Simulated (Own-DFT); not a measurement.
Al$_{3}$GaN$_{4}$ (wurtzite random alloy, strained, atoms displaced) (calculated)

A calculation, not a measurement: plane-wave PBE density functional theory by an unreviewed code, no spin, of a simulated periodic cell, stress positive in tension, free energy of the whole cell less one offset for each atom, forces on such cells passed a denser k mesh, this cell's mesh not checked; offsets are fitted by least squares, one for each functional and potential file, so energies compare only between cells with the same atoms and settings and are not formation energies; the far tail of each file's local potential was reset to the Coulomb form; each entry is a single point on an unrelaxed cell, so the pressure reflects the starting lattice, mostly measured values, from which strain is counted, and rises with the displacements; printed positions are rounded, which can move forces by about a meV/angstrom; the program is a retired in-house code; no spin-orbit coupling. Program: Own-DFT development build.

Settings shared by all entries: functional PBE; potential files PseudoDojo norm-conserving, scalar-relativistic, standard set with the stringent files for Ga; wave cutoff 96 hartree; occupations Gaussian; smearing width 0.01 eV; k mesh 4 x 4 x 3 centred on Gamma.

(1) Al$_{3}$GaN$_{4}$ (wurtzite random alloy, strained, atoms displaced)

```
Al3GaN4
1.0
      9.3938     0.0000     0.0000
     -4.6969     8.1352     0.0000
      0.0000     0.0000    10.2668
Al N Ga Al N Al N Ga Al N Al N Al N Al N Al N Al Ga N Al N Al Ga N Al N Al Ga N Al Ga N Al N Al N Ga Al N Ga N
2 2 1 1 2 2 2 1 1 2 2 2 2 2 2 2 2 2 1 1 2 2 2 1 1 2 2 2 1 1 2 1 1 2 2 2 2 2 1 1 2 2 2
Direct
  0.10772 0.22090 0.99641
  0.20940 0.10725 0.25901
  0.10513 0.22421 0.18877
  0.21632 0.10453 0.44089
  0.11139 0.22438 0.49819
  0.21897 0.11261 0.75263
  0.10966 0.21800 0.69262
  0.22248 0.09855 0.93891
  0.11349 0.54844 0.99684
  0.22957 0.44215 0.24831
  0.11586 0.55554 0.19159
  0.22777 0.44444 0.44735
  0.11704 0.56390 0.50172
  0.21916 0.44770 0.74883
  0.11229 0.56049 0.69147
  0.22009 0.44057 0.93941
  0.10660 0.88685 0.00447
  0.21556 0.77674 0.25506
  0.10867 0.88700 0.18567
  0.22976 0.79039 0.45290
  0.11383 0.89341 0.50080
  0.22405 0.77930 0.75682
  0.12691 0.89200 0.68984
  0.22425 0.77248 0.94281
  0.43867 0.21053 0.00063
  0.55487 0.10822 0.24768
  0.45071 0.21981 0.18710
  0.54392 0.10074 0.44546
  0.45465 0.23062 0.50146
  0.55215 0.11948 0.74659
  0.45123 0.22923 0.68952
  0.56662 0.11726 0.93558
  0.45184 0.56489 0.00147
  0.55725 0.45270 0.24308
  0.44158 0.54839 0.19079
  0.56172 0.43923 0.44070
  0.44213 0.54853 0.50505
  0.56232 0.44393 0.74223
  0.44541 0.55021 0.68681
  0.56836 0.45078 0.92954
  0.43794 0.88574 0.00130
  0.55949 0.77767 0.24762
  0.43370 0.88203 0.18719
  0.55588 0.78063 0.43925
  0.43929 0.88644 0.48749
  0.55429 0.79096 0.75562
  0.43126 0.87543 0.69502
  0.56037 0.78071 0.93650
  0.78042 0.22296 0.99875
  0.88409 0.11070 0.24843
  0.77499 0.22378 0.18642
  0.89283 0.11048 0.44488
  0.78600 0.22748 0.50413
  0.89136 0.11227 0.75143
  0.75743 0.19875 0.69507
  0.88760 0.12521 0.93559
  0.77448 0.55710 0.99880
  0.88820 0.44666 0.25588
  0.76941 0.56086 0.19026
  0.89015 0.43862 0.44279
  0.77840 0.54853 0.49520
  0.89095 0.44331 0.74580
  0.78752 0.56247 0.69193
  0.88019 0.43870 0.94110
  0.76816 0.89694 0.99611
  0.89218 0.79226 0.24989
  0.77779 0.89153 0.19555
  0.88257 0.77021 0.44503
  0.78349 0.89271 0.50117
  0.89736 0.78040 0.75460
  0.78443 0.89274 0.69701
  0.88319 0.78015 0.94525
```

| Item | Value |
| --- | --- |
| free energy of cell above offsets | -22.883 eV |
| pressure | 2.53 GPa |
| stress xx | -6.12 GPa |
| stress yy | -4.65 GPa |
| stress zz | 3.2 GPa |
| stress yz | 0.78 GPa |
| stress xz | -0.57 GPa |
| stress xy | -0.71 GPa |

Force:
```csv
element,x (eV/Å),y (eV/Å),z (eV/Å)
Al,0.65,-0.269,0.377
Al,1.564,0.585,-1.556
N,1.703,-0.169,-0.445
N,0.965,1.139,-0.352
Ga,0.596,-0.393,1.209
Al,1.403,-0.356,-0.338
N,0.513,1.554,0.009
N,-1.364,1.321,0.013
Al,-1.687,0.4,0.833
Al,-1.867,0.161,0.874
N,-0.583,-0.237,0.392
N,-0.179,0.766,-2.055
Ga,0.364,-0.35,0.371
Al,1.388,-0.311,-0.033
N,-0.056,-0.968,0.625
N,1.018,0.42,-0.246
Al,0.349,-0.941,-0.814
Al,0.589,-0.181,-0.326
N,-0.268,0.5,1.502
N,-1.941,-1.583,-3.08
Al,-0.616,-0.941,1.331
Al,-0.158,-0.353,-0.08
N,-1.405,0.705,-0.135
N,-1.261,-0.12,-0.026
Al,1.045,1.628,-0.307
Al,-0.272,-0.086,0.588
N,-1.848,-0.541,0.173
N,1.31,2.24,-1.352
Al,-0.706,-2.032,0.062
Al,-0.152,-2.755,1.201
N,-1.357,-0.666,-0.714
N,-1.537,-1.543,0.5
Al,0.512,-1.766,-1.132
Ga,0.919,-2.628,1.566
N,-1.401,1.38,-1.701
N,-1.236,0.945,-0.052
Al,1.015,1.377,-0.177
Al,-0.529,1.369,1.197
N,-0.594,0.773,0.846
N,-2.246,-1.092,1.126
Al,0.71,1.068,-0.464
Ga,-1.451,-0.323,1.098
N,0.331,0.77,0.271
N,-0.212,-1.213,0.182
Al,2.235,0.262,2.859
Al,1.586,-1.518,-1.509
N,0.668,2.189,-1.077
N,-2.708,-0.927,0.629
Al,-1.635,0.935,0.447
Ga,-0.353,0.993,0.997
N,-0.375,0.346,0.47
N,-1.608,1.046,-0.965
Al,-0.945,-2.445,0.46
Ga,-0.521,-0.2,-0.185
N,1.524,3.709,-2.196
N,2.017,-0.918,1.36
Al,0.835,-0.098,0.292
Al,0.009,-0.078,-1.437
N,3.148,1.351,-0.388
N,-0.421,0.607,-0.68
Al,-0.24,1.055,1.332
Al,-0.746,-0.565,1.188
N,0.08,-1.832,-1.54
N,1.263,1.431,-0.491
Ga,2.484,0.704,0.819
Al,0.533,-2.238,0.549
N,0.372,-0.047,-1.468
N,1.744,0.602,-1.453
Ga,-0.842,-1.087,1.274
Ga,-0.154,0.432,-0.082
N,-1.118,-1.198,-0.544
N,1.152,0.203,0.379
```

(2) Al$_{3}$GaN$_{4}$ (wurtzite random alloy, strained, atoms displaced)

```
Al3GaN4
1.0
      9.3938     0.0000     0.0000
     -4.6969     8.1352     0.0000
      0.0000     0.0000    10.2668
Al Ga N Al Ga N Al Ga N Al Ga N Al Ga N Al Ga N Al N Al N Al Ga N Al Ga N Al N Al N Al N Al N Al N Al N Al N Al Ga N
1 1 2 1 1 2 1 1 2 1 1 2 1 1 2 1 1 2 2 2 2 2 1 1 2 1 1 2 2 2 2 2 2 2 2 2 2 2 2 2 2 2 1 1 2
Direct
  0.10641 0.22703 0.00503
  0.21254 0.10319 0.24497
  0.10680 0.21864 0.19512
  0.22335 0.10772 0.44331
  0.11557 0.22070 0.49077
  0.23002 0.11556 0.75621
  0.12016 0.23295 0.68853
  0.21600 0.10847 0.94509
  0.10820 0.55517 0.00394
  0.22266 0.44891 0.24667
  0.09535 0.54651 0.18572
  0.21739 0.43810 0.44051
  0.11318 0.56027 0.49831
  0.21960 0.44390 0.75519
  0.11422 0.54891 0.69050
  0.22366 0.45545 0.93756
  0.11324 0.88813 0.00096
  0.21882 0.77682 0.24854
  0.11721 0.89108 0.19598
  0.22789 0.77398 0.44404
  0.10934 0.88659 0.49763
  0.21746 0.77680 0.74528
  0.11565 0.89024 0.68790
  0.21269 0.77150 0.94163
  0.43651 0.22142 0.99110
  0.55354 0.11321 0.24415
  0.43455 0.21516 0.19161
  0.55762 0.11830 0.43464
  0.44785 0.21822 0.49237
  0.56795 0.12506 0.74970
  0.44696 0.22559 0.68703
  0.55935 0.11204 0.93207
  0.44075 0.55377 0.00306
  0.55857 0.43539 0.24055
  0.44848 0.55471 0.18783
  0.55363 0.44473 0.44764
  0.44475 0.56421 0.50447
  0.54504 0.44187 0.75326
  0.44977 0.55963 0.68534
  0.55228 0.44160 0.93759
  0.43516 0.88197 0.99382
  0.54764 0.78076 0.25425
  0.44090 0.88048 0.18974
  0.54727 0.77815 0.43791
  0.44783 0.88226 0.49194
  0.55409 0.77487 0.73987
  0.45397 0.89554 0.68870
  0.55480 0.77460 0.94913
  0.77587 0.21883 0.00480
  0.89148 0.11213 0.24899
  0.77473 0.21803 0.19680
  0.89656 0.12600 0.43958
  0.77516 0.21831 0.48568
  0.89244 0.11170 0.75536
  0.77873 0.21477 0.69910
  0.88795 0.10682 0.93521
  0.76766 0.55004 0.00022
  0.88269 0.43784 0.24740
  0.77942 0.56150 0.17884
  0.87417 0.44176 0.44072
  0.77514 0.55883 0.50104
  0.88573 0.45055 0.74445
  0.78436 0.55828 0.69721
  0.88812 0.44563 0.94530
  0.78108 0.88684 0.99435
  0.90157 0.79433 0.24472
  0.78547 0.89467 0.19550
  0.89045 0.77258 0.44060
  0.78156 0.88635 0.50398
  0.88896 0.77365 0.75595
  0.77755 0.87854 0.69781
  0.89264 0.78056 0.94304
```

| Quantity | Value |
| --- | --- |
| free energy of cell above offsets | -23.371 eV |
| pressure | 2.47 GPa |
| stress xx | -5.95 GPa |
| stress yy | -4.63 GPa |
| stress zz | 3.17 GPa |
| stress yz | 0.12 GPa |
| stress xz | -0.24 GPa |
| stress xy | 1.36 GPa |

Force:
```csv
element,x (eV/Å),y (eV/Å),z (eV/Å)
Al,0.364,-0.255,-0.626
Ga,0.646,1.934,1.93
N,-0.63,0.626,-1.817
N,-0.072,-0.346,-0.561
Al,-0.162,0.47,1.806
Ga,-1.006,-0.394,-1.165
N,-0.5,-2.541,-0.556
N,-0.178,0.454,0.615
Al,-0.793,-0.16,-0.876
Ga,0.382,-0.231,1.081
N,0.787,0.669,0.292
N,0.102,1.715,-0.062
Al,-0.209,-2.105,0.559
Ga,0.908,0.385,-0.738
N,-2.485,0.981,-1.384
N,0.436,-1.392,2.276
Al,-0.532,-0.297,0.126
Ga,0.968,-1.123,0.961
N,-1.103,-1.325,-2.357
N,-1.21,0.664,-0.503
Al,0.795,0.178,0.8
Ga,1.682,-0.178,0.46
N,-1.116,0.398,-0.794
N,0.528,0.75,0.315
Al,1.396,-0.456,1.057
Al,-0.165,-1.1,0.685
N,1.328,-0.373,-1.992
N,0.674,-2.02,-0.704
Al,-1.346,1.119,1.299
Al,-0.731,-1.705,-0.401
N,1.117,-0.726,-0.474
N,-1.146,-0.329,1.807
Al,0.326,0.597,-0.189
Ga,-0.846,1.527,1.97
N,-0.66,0.751,-0.073
N,-0.237,0.326,-0.677
Al,0.28,-2.142,-1.142
Ga,1.418,0.54,-0.985
N,-1.002,0.426,0.155
N,-0.876,0.022,1.309
Al,0.998,0.584,0.189
Al,2.489,-0.958,-0.971
N,-0.523,1.747,-0.96
N,2.89,-0.311,-0.178
Al,-2.158,2.562,2.054
Al,-0.192,0.802,1.95
N,-0.227,-0.064,-0.689
N,-0.067,0.17,-1.396
Al,-0.029,0.393,-1.031
Al,-0.714,-0.26,0.987
N,-0.009,-0.106,-1.297
N,0.646,-2.599,-0.482
Al,-0.338,1.028,2.158
Al,0.34,0.015,-1.345
N,0.258,1.758,-1.868
N,0.017,0.714,1.756
Al,1.372,0.76,-0.831
Al,-1.076,1.002,0.702
N,1,0.129,1.45
N,1.657,0.659,-0.641
Al,-0.121,-0.984,0.536
Al,2.392,-2.019,1.414
N,-1.399,-0.695,-1.886
N,-0.236,-0.59,-0.665
Al,-0.976,0.07,1.071
Al,-1.044,-2.636,0.966
N,-1.079,-0.271,-0.824
N,-0.594,1.191,-0.704
Al,-0.329,0.692,-0.222
Ga,0.928,0.722,0.079
N,-1.148,1.852,-1.72
N,0.138,-0.69,0.97
```

(3) Al$_{3}$GaN$_{4}$ (wurtzite random alloy, strained, atoms displaced)

```
Al3GaN4
1.0
      9.3938     0.0000     0.0000
     -4.6969     8.1352     0.0000
      0.0000     0.0000    10.2668
Al N Ga N Al N Al N Ga Al N Al N Ga Al N Al Ga N Al N Al N Al N Al N Al N Ga Al N Al N Al Ga N Al N Ga N
2 2 2 2 2 2 2 2 1 1 2 2 2 1 1 2 1 1 2 2 2 2 2 2 2 2 2 2 2 1 1 2 2 2 1 1 2 2 2 2 2
Direct
  0.12000 0.23028 0.99872
  0.21834 0.10103 0.25042
  0.11465 0.21773 0.19167
  0.22956 0.10881 0.44647
  0.11853 0.22269 0.49808
  0.23404 0.12528 0.74964
  0.11580 0.22226 0.67779
  0.21137 0.10370 0.94407
  0.12183 0.55336 0.00792
  0.22181 0.44636 0.25674
  0.11345 0.55770 0.18961
  0.23226 0.45208 0.43857
  0.10728 0.56049 0.49873
  0.23222 0.45448 0.75228
  0.10669 0.55159 0.68564
  0.22287 0.44230 0.94468
  0.11717 0.89291 0.99944
  0.21811 0.77884 0.25721
  0.10429 0.87959 0.19284
  0.21769 0.77038 0.43012
  0.11718 0.89949 0.49909
  0.21601 0.77012 0.75235
  0.11057 0.88272 0.68696
  0.21401 0.77261 0.93625
  0.45074 0.21808 0.00436
  0.54677 0.10973 0.25021
  0.44804 0.21819 0.18893
  0.56708 0.11601 0.43718
  0.46176 0.22410 0.50139
  0.55034 0.10951 0.75115
  0.43575 0.21396 0.69176
  0.55715 0.10574 0.93756
  0.44006 0.55898 0.00706
  0.55224 0.44042 0.24835
  0.44622 0.55316 0.19808
  0.54386 0.44055 0.44136
  0.44591 0.55823 0.50079
  0.54481 0.44228 0.74899
  0.43657 0.55067 0.69259
  0.55909 0.44639 0.94013
  0.43650 0.88628 0.00204
  0.55438 0.77371 0.24684
  0.44677 0.88478 0.19084
  0.55832 0.78068 0.44007
  0.44071 0.87874 0.49644
  0.55270 0.77852 0.74898
  0.44705 0.89113 0.68751
  0.54711 0.78068 0.93507
  0.77748 0.22545 0.99807
  0.87757 0.10255 0.25246
  0.78109 0.21484 0.19033
  0.88637 0.11670 0.44636
  0.78416 0.22385 0.50692
  0.87819 0.09197 0.74756
  0.78767 0.23176 0.69672
  0.88656 0.11986 0.95188
  0.77544 0.55303 0.99607
  0.88218 0.43979 0.24948
  0.77591 0.54289 0.19355
  0.88098 0.43441 0.43904
  0.78261 0.55106 0.50629
  0.88273 0.44016 0.75240
  0.77395 0.54839 0.68837
  0.89546 0.45279 0.94867
  0.77073 0.88018 0.00134
  0.87989 0.76768 0.24536
  0.77657 0.88368 0.19568
  0.89162 0.78661 0.44019
  0.76654 0.87575 0.50702
  0.89051 0.76916 0.74344
  0.76891 0.88850 0.69097
  0.89070 0.77864 0.93606
```

| Item | Value |
| --- | --- |
| free energy of cell above offsets | -22.985 eV |
| pressure | 2.38 GPa |
| stress xx | -4.99 GPa |
| stress yy | -4.14 GPa |
| stress zz | 1.98 GPa |
| stress yz | 0.12 GPa |
| stress xz | 0.14 GPa |
| stress xy | 1.69 GPa |

Force:
```csv
element,x (eV/Å),y (eV/Å),z (eV/Å)
Al,-1.352,-2.129,1.481
Al,-0.334,0.83,0.466
N,-0.511,0.473,0.202
N,1.217,0.759,-1.915
Ga,-0.794,0.29,-1.037
Ga,-2.995,-3.048,1.012
N,-1.39,0.55,3.463
N,0.926,2.745,-0.935
Al,-2.297,0.413,-0.398
Al,0.044,-0.899,-0.513
N,0.02,-0.293,0.781
N,-1.407,0.373,0.267
Al,0.794,-1.564,-0.045
Al,-2.504,-2.229,-0.215
N,1.05,0.799,0.234
N,0.605,1.021,-1.174
Ga,-1.051,-1.812,0.772
Al,0.78,-0.745,-2.362
N,0.123,0.511,0.16
N,-0.051,1.33,2.453
Al,-0.148,-2.011,0.512
Al,0.154,0.611,-0.681
N,0.759,0.606,-0.462
N,1.963,-0.314,0.288
Ga,-1.154,0.287,-0.834
Al,2.924,-0.432,0.413
N,-1.516,0.193,0.95
N,-1.592,-1.715,0.026
Al,-1.881,-0.385,-0.045
Ga,1.237,0.216,-0.034
N,2.801,3.133,-1.683
N,-0.1,-0.139,0.929
Al,1.246,-0.167,-0.326
Al,0.484,-0.214,1.008
N,-0.519,0.128,-1.506
N,1.961,0.456,0.018
Al,-0.173,-0.286,-0.068
Al,1.369,-0.205,0.48
N,1.477,1.674,-0.851
N,-1.256,0.234,-0.414
Al,0.28,0.132,-0.102
Al,0.132,0.425,1.081
N,-1.293,0.267,-0.193
N,-1.451,-1.633,-0.855
Al,-0.472,1.492,0.269
Al,-0.4,-0.342,0.411
N,-0.667,-1.693,-0.694
N,0.866,-0.848,0.879
Al,0.165,0.26,1.086
Al,1.637,0.755,0.495
N,-2.137,0.82,-0.432
N,2.023,-1.772,-1.672
Ga,-0.574,-0.326,0.516
Al,0.598,4.117,1.403
N,-0.161,-3.455,-0.39
N,1.852,-1.829,-1.961
Al,0.767,0.778,0.822
Al,1.8,-1.014,0.191
N,-1.785,1.225,-1.054
N,0.368,2.794,-0.498
Al,-1.223,0.611,-1.631
Ga,1.141,1.476,1.633
N,-1.762,-0.53,-0.374
N,0.122,-0.775,-0.351
Al,0.177,1.584,-0.035
Al,0.601,0.257,1.22
N,-0.439,-0.596,-1.295
N,1.353,-1.897,-0.298
Ga,1.017,2.309,-0.914
Ga,-0.676,1.082,1.009
N,0.49,-1.994,0.545
N,-1.257,-0.726,0.776
```

(4) Al$_{3}$GaN$_{4}$ (wurtzite random alloy, strained, atoms displaced)

```
Al3GaN4
1.0
      9.3938     0.0000     0.0000
     -4.6969     8.1352     0.0000
      0.0000     0.0000    10.2668
Al N Ga Al N Al Ga N Al Ga N Al Ga N Al N Ga N Al N Al N Ga Al N Al Ga N Al N Al Ga N Al N Al N Al N Al N Al N
2 2 1 1 2 1 1 2 1 1 2 1 1 2 2 2 2 2 2 2 2 2 1 1 2 1 1 2 2 2 1 1 2 2 2 2 2 2 2 2 2 2 2
Direct
  0.11161 0.22528 0.99863
  0.21902 0.11149 0.24138
  0.11487 0.22546 0.19153
  0.21980 0.12124 0.43933
  0.10691 0.21448 0.50643
  0.22063 0.10850 0.74940
  0.10909 0.23181 0.69670
  0.22225 0.11917 0.93706
  0.11338 0.56066 0.99541
  0.21980 0.43672 0.25555
  0.10888 0.56264 0.19359
  0.22698 0.44355 0.43778
  0.10698 0.54424 0.49827
  0.21638 0.44502 0.75567
  0.10791 0.55991 0.68878
  0.24006 0.45988 0.93869
  0.12151 0.89198 0.99866
  0.21974 0.78170 0.24962
  0.11969 0.89636 0.19254
  0.21449 0.77387 0.44469
  0.10247 0.88208 0.50768
  0.22552 0.77940 0.76008
  0.11326 0.89586 0.68482
  0.21286 0.76984 0.93854
  0.44811 0.22749 0.00369
  0.56628 0.12400 0.25356
  0.43635 0.21606 0.18798
  0.55568 0.11152 0.44621
  0.44508 0.22794 0.49943
  0.55622 0.11353 0.75058
  0.44970 0.21611 0.69082
  0.54682 0.11606 0.94300
  0.44517 0.56050 0.00711
  0.55085 0.44543 0.25524
  0.44532 0.55431 0.18236
  0.55292 0.44389 0.43572
  0.43723 0.55471 0.49015
  0.55466 0.45760 0.74718
  0.44760 0.55854 0.69591
  0.56011 0.44811 0.93631
  0.44762 0.89738 0.99757
  0.55622 0.78031 0.24549
  0.44085 0.88230 0.19069
  0.54697 0.77439 0.43892
  0.43899 0.88724 0.49975
  0.54619 0.77079 0.75394
  0.43872 0.88080 0.69601
  0.55591 0.77478 0.94282
  0.77660 0.22113 0.99869
  0.89211 0.11920 0.25233
  0.77612 0.21931 0.18807
  0.88088 0.10646 0.44135
  0.77775 0.22656 0.50718
  0.88866 0.11971 0.74665
  0.77551 0.20567 0.69003
  0.88800 0.11550 0.93856
  0.77595 0.55876 0.99722
  0.88754 0.44004 0.24635
  0.78024 0.56312 0.18901
  0.89346 0.45291 0.43628
  0.77612 0.55743 0.49591
  0.88743 0.44155 0.73884
  0.77398 0.56002 0.68853
  0.89409 0.45524 0.93811
  0.78143 0.89156 0.99890
  0.88447 0.78106 0.25102
  0.77250 0.88147 0.18882
  0.88914 0.78265 0.44145
  0.77422 0.86920 0.49821
  0.89455 0.78364 0.74875
  0.77699 0.88348 0.68534
  0.88957 0.78875 0.93537
```

| Property | Result |
| --- | --- |
| free energy of cell above offsets | -23.427 eV |
| pressure | 2.38 GPa |
| stress xx | -6.22 GPa |
| stress yy | -2.92 GPa |
| stress zz | 2.01 GPa |
| stress yz | -0.2 GPa |
| stress xz | -0.09 GPa |
| stress xy | 1.08 GPa |

Force:
```csv
element,x (eV/Å),y (eV/Å),z (eV/Å)
Al,-0.096,0.713,-0.034
Al,0.354,0.153,1.972
N,-0.219,-1.187,-1.95
N,2.392,-2.026,-0.724
Ga,-1.264,0.794,0.038
Al,0.15,1.368,0.142
N,0.909,-2.218,-0.391
N,0.04,-1.255,0
Al,0.29,-1.398,1.463
Ga,-0.426,2.185,-1.178
N,0.367,-2.012,-1.454
N,-2.732,-0.968,0.775
Al,0.217,1.908,0.235
Ga,0.838,1.452,-0.354
N,-0.156,-0.132,-0.521
N,-2.261,-1.699,1.436
Al,-2.061,0.343,0.414
Ga,0.832,-0.294,1.439
N,-2.441,-0.29,-1.544
N,0.323,0.109,0.344
Al,1.11,1.236,-1.667
Al,-0.898,-0.239,-2.1
N,0.366,-0.842,1.645
N,0.998,2.2,0.328
Ga,-1.489,1.032,-0.49
Ga,-1.525,-2.252,0.505
N,0.267,1.647,1.328
N,-0.217,0.518,0.067
Al,-0.219,-1.209,0.554
Al,0.238,-1.23,0.388
N,-1.893,1.585,-0.706
N,3.014,-1.083,-1.288
Al,1.468,-0.14,-1.516
Al,0.658,-0.066,-1.79
N,0.185,-0.701,1.817
N,1.025,0.086,0.321
Ga,1.461,0.653,2.347
Al,1.685,-2.051,1.06
N,-1.377,-0.171,-1.583
N,-0.717,0.849,0.027
Al,0.323,-1.394,0.765
Ga,-0.454,-0.823,0.839
N,-0.405,1.937,-1.458
N,0.821,1.304,0.002
Al,-0.096,-0.224,0.566
Al,1.337,1.151,0.001
N,0.069,1.153,-0.393
N,-0.533,1.447,-0.263
Al,-0.492,0.986,-0.223
Ga,0.442,-1.618,0.494
N,0.411,1.688,-1.236
N,-0.349,-0.116,0.55
Al,0.288,-0.916,-1.245
Al,2.37,-3.011,1.176
N,-2.786,2.997,-0.545
N,0.177,0.022,-0.01
Al,0.33,0.685,0.131
Al,-0.468,1.477,0.057
N,-0.125,-1.209,0.23
N,-0.59,-1.675,0.451
Al,0.132,0.031,0.529
Al,-0.879,0.442,1.521
N,1.097,-0.462,-0.841
N,-0.081,-1.556,-0.484
Al,-0.738,0.035,0.051
Al,1.427,-0.09,-0.162
N,1.14,1.697,-0.847
N,1.373,-1.676,-1.326
Al,-3.257,2.666,1.193
Al,-0.749,-0.259,0.247
N,-0.567,0.698,0.49
N,1.634,-0.758,0.379
```
